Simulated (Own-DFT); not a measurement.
# How strain changes the stress of C40 NbSi2, 36 atoms (Nb12Si24)

Calculated results; nothing here was measured. The program, named Own-DFT, is a retired in-house plane-wave density functional code that no person has reviewed. Each row is one single-point run on a periodic cell that was not relaxed, without spin or spin-orbit coupling.

Settings of every run: PBE; PseudoDojo norm-conserving scalar-relativistic files; cutoff 42 hartree; 4 x 4 x 5 k mesh centred on Gamma; cold (Marzari-Vanderbilt) smearing of 0.2 eV.

Known limits: forces on such cells failed a check on a denser k mesh; stress not checked against mesh or cutoff.

Unstrained cell vectors in Å: (0.000, 8.324, 0.000); (-9.613, 0.000, 0.000); (0.000, 0.000, 6.586). The unstrained cell was taken from the Materials Project. The random moves and any unrelaxed bonds add to the pressure at no strain. Each run strains this cell uniformly, with the atoms carried along. Every atom was also moved at random, by a Gaussian of width 0.05 Å on each axis. Strain is the symmetric tensor, in per cent. Stress is positive in tension, and the pressure is minus a third of its trace.

| run | e_xx (%) | e_yy (%) | e_zz (%) | e_yz (%) | e_xz (%) | e_xy (%) | s_xx (GPa) | s_yy (GPa) | s_zz (GPa) | s_yz (GPa) | s_xz (GPa) | s_xy (GPa) | P (GPa) | E (meV/atom) |
|---|---|---|---|---|---|---|---|---|---|---|---|---|---|---|
| 1 | 1.31 | 1.80 | -1.23 | 0.36 | -1.02 | -1.69 | 0.68 | 4.47 | -7.05 | 0.45 | -3.26 | -4.14 | 0.63 | 40.6 |
| 2 | -1.98 | -0.69 | 1.23 | -1.75 | 0.05 | 1.03 | -9.92 | -5.34 | -0.54 | -5.50 | 0.26 | 3.88 | 5.27 | 35.0 |
| 3 | 0.54 | 0.50 | 0.62 | 1.87 | -0.36 | -1.19 | 0.48 | 1.03 | -0.36 | 5.30 | -1.08 | -3.29 | -0.38 | 10.9 |
| 4 | 1.18 | 0.20 | -0.21 | -0.49 | -0.03 | -0.10 | 2.18 | 0.11 | -3.36 | -0.92 | 0.50 | -0.34 | 0.36 | 0.0 |
| 5 | -1.86 | -1.71 | 0.12 | -1.98 | 0.76 | 1.45 | -11.34 | -11.62 | -7.34 | -6.16 | 3.11 | 5.27 | 10.10 | 69.8 |
| 6 | -0.89 | 1.96 | -1.71 | -0.27 | 1.42 | 1.57 | -6.86 | 1.83 | -10.93 | -1.09 | 4.15 | 4.43 | 5.32 | 51.3 |
| 7 | 1.05 | -1.63 | 0.79 | -0.96 | 0.22 | 1.19 | 0.78 | -7.89 | 0.02 | -3.23 | 0.56 | 3.36 | 2.36 | 23.8 |
| 8 | -0.72 | 0.94 | -0.14 | 0.84 | 1.11 | 0.36 | -4.14 | 0.66 | -4.14 | 2.45 | 3.56 | 1.09 | 2.54 | 14.0 |
| 9 | 0.37 | 0.35 | 1.96 | -1.65 | 1.87 | -1.59 | 0.06 | 1.00 | 4.87 | -4.75 | 5.15 | -4.06 | -1.97 | 30.1 |
| 10 | 1.46 | 0.52 | -0.14 | 1.14 | 0.35 | 0.42 | 2.49 | 0.23 | -3.11 | 4.26 | 1.27 | 1.52 | 0.13 | 29.0 |
| 11 | 0.95 | 0.21 | -0.18 | 0.20 | 0.47 | -1.39 | 0.78 | -1.18 | -3.09 | 0.90 | 1.66 | -3.63 | 1.16 | 17.2 |
| 12 | 0.43 | 1.62 | 0.57 | 1.37 | -0.09 | -0.17 | 0.26 | 4.08 | 0.37 | 3.61 | -0.59 | -0.73 | -1.57 | 18.9 |
| 13 | -1.55 | -1.94 | 0.17 | -0.90 | 1.19 | -0.44 | -9.27 | -10.94 | -5.79 | -3.12 | 3.95 | -0.96 | 8.67 | 26.7 |
| 14 | -1.29 | -0.89 | -1.40 | 1.89 | -1.06 | -1.02 | -9.94 | -8.02 | -12.62 | 6.49 | -3.54 | -2.91 | 10.20 | 46.1 |
| 15 | 0.41 | 1.34 | -1.57 | -1.61 | 1.57 | -1.84 | -2.08 | 1.23 | -10.38 | -4.66 | 5.04 | -5.40 | 3.74 | 46.0 |
| 16 | 0.09 | -0.44 | 1.60 | -0.99 | 1.10 | -0.24 | ? | ? | ? | ? | ? | ? | ? | ? |

E is the free energy for each atom above the lowest run shown.

## Worked fit

Each stress component was fitted by least squares to a constant and the strains of the runs shown, as fractions, with shears doubled. Shear strains stay in the fit of a normal stress only where such slopes are resolved. The slopes, in GPa:

```
stress,at no strain,per e_xx,per e_yy,per e_zz,scatter
s_xx,-2.9,376 ± 16,58 ± 16,100 ± 18,0.63
s_yy,-2.6,90 ± 16,385 ± 17,100 ± 18,0.65
s_zz,-4.0,103 ± 13,71 ± 14,457 ± 15,0.53
```

Each shear stress against twice its own strain: yz 157 ± 7, xz 153 ± 8, xy 142 ± 5 GPa. These are stiffnesses along x, y and z of the frame in which the cell vectors are given, which need not be the crystal's axes. The atoms are held to the strained lattice; where symmetry lets them move under strain, relaxing them would lower some slopes. The table should be nearly symmetric about its diagonal, and what it lacks of that shows the noise. A ninth of its sum, 193 ± 8 GPa, estimates the bulk modulus near the mean pressure of these runs, 3.1 GPa, so it lies above the value at zero pressure.

## Withheld run

Question: what normal stresses and pressure should run 16 give?

The fit gives s_xx = -1.2, s_yy = -2.6, s_zz = 3.1 and P = 0.2 GPa. The calculation gave -0.93, -2.15, 2.71 and P = 0.12 GPa.
